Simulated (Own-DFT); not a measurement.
# Point defects and the pressure they add: zincblende GaAs

The numbers are computed, not measured, by runs of the plane-wave DFT program Own-DFT (in-house, retired, unreviewed) at fixed positions, with no spin and no spin-orbit coupling.

Method: PBE; PseudoDojo norm-conserving scalar-relativistic files; cutoff 42 hartree; 3 x 3 x 3 k mesh centred on Gamma; Fermi-Dirac smearing of 0.1 eV.

Caveats (not all hold for every row): not probed for a lower state with spin; forces not confirmed at this smearing and k mesh; stress not checked against mesh or cutoff.

All runs share one cell, with vectors in Å (11.737, 0.000, 0.000); (0.000, 11.737, 0.000); (0.000, 0.000, 10.833) and a volume of 1492.4 Å³, strained against the parent crystal. Atoms were moved at random from their sites; u is the rms move along one axis. The defect's site can differ from row to row.

```
cell,formula,u (Å),P (GPa)
no defect,As32Ga32,0.0286,1.22
no defect,As32Ga32,0.0311,1.25
no defect,As32Ga32,0.0530,1.67
one As vacancy and one Ga vacancy,As31Ga31,0.0293,0.92
one As vacancy and one Ga vacancy,As31Ga31,0.0306,?
one As vacancy and one Ga vacancy,As31Ga31,0.0495,1.28
one As vacancy and one Ga vacancy,As31Ga31,0.0531,1.25
one P on an As site,As31Ga32P,0.0281,0.97
one P on an As site,As31Ga32P,0.0295,1.02
one P on an As site,As31Ga32P,0.0306,1.01
one In on a Ga site,As32Ga31In,0.0471,2.13
one In on a Ga site,As32Ga31In,0.0489,2.16
one In on a Ga site,As32Ga31In,0.0518,2.27
one Al on a Ga site,AlAs32Ga31,0.0290,1.25
one Al on a Ga site,AlAs32Ga31,0.0296,1.22
one Al on a Ga site,AlAs32Ga31,0.0493,1.45
```

## Worked fit

P = P0 + c u² + a shift for each defect gives P0 = 1.09 GPa, c = 191 ± 17 GPa/Å² and a scatter of 0.04 GPa. The shifts, and each times the cell's volume:

- one In on a Ga site: 0.63 ± 0.04 GPa, 5.9 eV
- one Al on a Ga site: -0.05 ± 0.04 GPa, -0.4 eV (not resolved)
- one P on an As site: -0.25 ± 0.04 GPa, -2.4 eV
- one As vacancy and one Ga vacancy: -0.33 ± 0.04 GPa, -3.0 eV

Positive is outwards. The product with the volume (160.2 GPa Å³ to the eV) is nearly free of the cell's size; divided by the bulk modulus at the cell's pressure it gives the volume that the defect adds. The atoms around the defects weren't relaxed, which would change these numbers.

## Check

Question: what pressure belongs in the blank (one As vacancy and one Ga vacancy, u = 0.0306 Å)?

The fitted form gives 0.94 ± 0.05 GPa. The calculation gave 0.92 GPa.
